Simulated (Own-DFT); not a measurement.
# How much smaller does PBEsol make it? D0_22 TiAl3, 40 atoms (Al30Ti10)

Calculated, not measured: single-point runs of Own-DFT, a retired in-house plane-wave DFT program that no person has reviewed, on unrelaxed cells, without spin or spin-orbit coupling.

Caveats: forces on such cells failed a check on a denser k mesh; stress not checked against mesh or cutoff.

Each geometry was run with PBE and with PBEsol, otherwise alike: PseudoDojo norm-conserving scalar-relativistic files made for PBE; cutoff 42 hartree; 4 x 4 x 4 k mesh centred on Gamma; cold (Marzari-Vanderbilt) smearing of 0.2 eV. Unstrained cell vectors in Å: (-2.365, -6.981, 4.326); (-7.667, 3.491, 1.442); (-2.950, -3.488, -7.241). Each has a uniform strain, of which the change of volume is shown, and random moves of rms u per axis.

```
run  volume change (%)   u (Å)  P with PBE (GPa)  P with PBEsol (GPa)
  1              -0.52  0.0485              3.34                 1.42
  2               1.32  0.0494              1.63                -0.25
  3               1.15  0.0505              1.54                -0.34
  4               0.90  0.0498              1.62                -0.26
  5               0.66  0.0494              2.17                 0.28
  6               0.63  0.0444              2.25                 0.35
  7              -2.59  0.0540              6.02                 4.06
  8               1.68  0.0467              0.86                -1.01
  9              -1.08  0.0520              4.10                 2.17
 10              -1.09  0.0496              4.30                    ?
```

Question: by how much does PBEsol shrink this cell, and what belongs in the blank?

## Solution

Write v for the change of volume as a fraction. Fitted to v and u², the PBE pressure has a slope of -116 ± 6 GPa in v, with the ions held to the strained lattice. The difference PBEsol less PBE is -1.91 + 2.1 v GPa (slope ± 0.1) and averages -1.90 GPa. Divided by the mean slope of the two, 115 GPa, that makes PBEsol's volume at a given pressure, near 2 GPa, about 1.7 % smaller, or 0.55 % in lengths. At one volume PBEsol's slope is the smaller by 2 GPa, but its pressure there is lower too. If stiffness rises by about 4 GPa for each GPa, PBEsol at equal pressure is stiffer by about 5 GPa. Files made for PBEsol would give a different shift.

For run 10 the line gives 2.37 GPa. The run itself gave 2.36 GPa.
